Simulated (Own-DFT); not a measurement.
# Strain and stress in hcp Hf, 36 atoms (Hf36)

Calculated results; nothing here was measured. The program, named Own-DFT, is a retired in-house plane-wave density functional code that no person has reviewed. Each row is one single-point run on a periodic cell that was not relaxed, without spin or spin-orbit coupling.

Settings of every run: PBE; PseudoDojo norm-conserving scalar-relativistic files; cutoff 42 hartree; 4 x 4 x 4 k mesh centred on Gamma; cold (Marzari-Vanderbilt) smearing of 0.2 eV.

Known limits: hafnium file: forces about 75 meV/angstrom off all-electron values; forces on such cells passed a denser k mesh, each cell not checked; stress not checked against mesh or cutoff.

Unstrained cell vectors in Å: (9.589, 0.000, 0.000); (-4.795, 8.305, 0.000); (0.000, 0.000, 10.102). The unstrained cell has measured lattice constants (interpolated for alloys), not those of this functional. That, the random moves and any unrelaxed bonds set the pressure at no strain. Each run strains this cell uniformly, with the atoms carried along. Every atom was also moved at random, by a Gaussian of width 0.05 Å on each axis. Strain is the symmetric tensor, in per cent. Stress is positive in tension, and the pressure is minus a third of its trace.

```
run,e_xx (%),e_yy (%),e_zz (%),e_yz (%),e_xz (%),e_xy (%),s_xx (GPa),s_yy (GPa),s_zz (GPa),s_yz (GPa),s_xz (GPa),s_xy (GPa),P (GPa),E (meV/atom)
1,0.32,-0.70,1.92,1.72,1.90,1.40,0.31,-1.23,1.84,1.52,1.65,1.86,-0.31,13.9
2,-0.45,-1.30,-0.14,0.26,-0.66,-0.19,-2.75,-4.49,-3.11,0.31,-0.70,-0.27,3.45,5.6
3,1.11,0.37,1.83,-1.89,1.04,-1.49,2.26,1.19,2.57,-1.80,0.89,-1.93,-2.01,18.9
4,-0.91,1.86,1.22,-0.60,0.32,1.27,-1.02,2.27,1.55,-0.59,0.30,1.54,-0.94,8.0
5,0.62,-1.97,0.46,0.54,1.79,-1.93,-0.91,-4.84,-1.77,0.65,1.58,-2.80,2.51,23.4
6,-1.92,-0.66,-0.12,1.49,-0.66,1.79,-5.79,-4.13,-3.84,1.51,-0.87,2.58,4.59,26.4
7,-1.74,1.07,1.08,-0.42,-1.48,1.08,-3.41,0.41,0.09,-0.31,-1.55,1.48,0.97,13.7
8,-1.28,0.62,-1.81,-1.04,0.22,-1.47,-4.80,-2.57,-5.80,-1.02,0.20,-2.05,4.39,21.7
9,-0.35,0.85,0.81,-0.78,0.16,0.71,-1.06,1.02,0.49,-0.75,0.15,0.83,-0.15,0.0
10,-1.26,-1.38,-0.57,-1.56,-1.95,-1.69,-5.40,-5.38,-5.24,-1.75,-2.05,-2.72,5.34,38.1
11,0.12,0.21,0.18,1.41,-1.43,0.06,-0.64,-0.89,-1.36,1.39,-1.39,0.05,0.96,18.8
12,-0.82,-0.85,-1.08,1.62,0.53,0.76,-4.32,-4.52,-5.18,1.71,0.55,1.05,4.68,23.8
13,1.39,-0.61,0.35,-1.62,0.18,-0.82,0.93,-1.24,-0.30,-1.63,0.10,-0.82,0.20,12.9
14,1.01,0.75,-0.47,0.97,-0.93,-0.78,0.51,0.74,-1.56,0.97,-0.99,-1.00,0.10,10.1
15,-0.52,-1.07,1.80,1.98,-1.70,-1.32,-1.66,-2.77,0.60,1.82,-1.42,-1.90,1.28,23.3
16,-0.59,-0.48,0.83,-1.54,0.16,0.75,?,?,?,?,?,?,?,?
```

E is the free energy for each atom above the lowest run shown.

## Worked fit

Each stress component was fitted by least squares to a constant and the strains of the runs shown, as fractions, with shears doubled. Shear strains stay in the fit of a normal stress only where such slopes are resolved. The slopes, in GPa:

```
stress  at no strain  per e_xx  per e_yy  per e_zz  scatter
  s_xx          -1.4   193 ± 6    59 ± 5    76 ± 6     0.21
  s_yy          -1.4    72 ± 6   203 ± 6    69 ± 6     0.22
  s_zz          -1.8    69 ± 6    76 ± 6   201 ± 6     0.23
```

Each shear stress against twice its own strain: yz 49 ± 2, xz 48 ± 2, xy 72 ± 3 GPa. These are stiffnesses along x, y and z of the frame in which the cell vectors are given, which need not be the crystal's axes. The atoms are held to the strained lattice; where symmetry lets them move under strain, relaxing them would lower some slopes. The table should be nearly symmetric about its diagonal, and what it lacks of that shows the noise. A ninth of its sum, 113 ± 2 GPa, estimates the bulk modulus near the mean pressure of these runs, 1.7 GPa, so it lies above the value at zero pressure.

## Withheld run

Question: what normal stresses and pressure should run 16 give?

The fit gives s_xx = -2.2, s_yy = -2.2, s_zz = -0.9 and P = 1.8 GPa. The calculation gave -1.97, -2.16, -0.87 and P = 1.67 GPa.
